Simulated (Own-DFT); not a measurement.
# What a defect does to the pressure of its cell: B20 RuSi

No measurement is shown. These are fixed-geometry runs of a retired plane-wave code named Own-DFT, which no person has reviewed; spin and spin-orbit coupling are neglected.

Method: PBE; PseudoDojo norm-conserving scalar-relativistic files; cutoff 50 hartree; 5 x 4 x 5 k mesh centred on Gamma; cold (Marzari-Vanderbilt) smearing of 0.2 eV.

Limits (not all hold for every row): not probed for a lower state with spin; forces on such cells failed a check on a denser k mesh; stress not checked against mesh or cutoff.

All runs share one cell, with vectors in Å (4.709, 0.000, 4.709); (0.000, 9.417, 0.000); (-4.709, 0.000, 4.709) and a volume of 417.6 Å³. The atoms are randomly displaced, by u rms on each axis. The defect's site can differ from row to row.

| cell | formula | u (Å) | P (GPa) |
|---|---|---|---|
| no defect | Ru16Si16 | 0.0199 | 4.34 |
| no defect | Ru16Si16 | 0.0496 | 5.83 |
| no defect | Ru16Si16 | 0.0545 | 6.58 |
| one Ru on a Si site | Ru17Si15 | 0.0280 | 7.77 |
| one Ru on a Si site | Ru17Si15 | 0.0290 | ? |
| one Ru on a Si site | Ru17Si15 | 0.0437 | 9.75 |
| one Ru on a Si site | Ru17Si15 | 0.0526 | 9.98 |
| one Si vacancy | Ru16Si15 | 0.0287 | 2.42 |
| one Si vacancy | Ru16Si15 | 0.0437 | 3.56 |
| one Si vacancy | Ru16Si15 | 0.0530 | 3.81 |
| one Si on a Ru site | Ru15Si17 | 0.0272 | 5.39 |
| one Si on a Ru site | Ru15Si17 | 0.0338 | 6.59 |
| one Si on a Ru site | Ru15Si17 | 0.0507 | 7.68 |
| one Ru vacancy | Ru15Si16 | 0.0246 | 2.44 |
| one Ru vacancy | Ru15Si16 | 0.0315 | 2.76 |
| one Ru vacancy | Ru15Si16 | 0.0474 | 3.74 |

## Fit

P = P0 + c u² + a shift for each defect gives P0 = 3.82 GPa, c = 908 ± 106 GPa/Å² and a scatter of 0.35 GPa. The shifts, and each times the cell's volume:

- one Ru on a Si site: 3.69 ± 0.29 GPa, 9.6 eV
- one Si on a Ru site: 1.38 ± 0.29 GPa, 3.6 eV
- one Ru vacancy: -2.00 ± 0.30 GPa, -5.2 eV
- one Si vacancy: -2.24 ± 0.29 GPa, -5.8 eV

A positive shift means that the defect pushes the cell outwards. Shift times volume (160.2 GPa Å³ is 1 eV) depends little on the cell's size, so, taken for each site, it can be compared between cells at like pressure. The atoms around the defects weren't relaxed, which would change these numbers.

## Prediction

The question: what pressure belongs in the blank (one Ru on a Si site, u = 0.0290 Å)?

From the fit: 8.27 ± 0.42 GPa. The run itself gave 7.61 GPa.
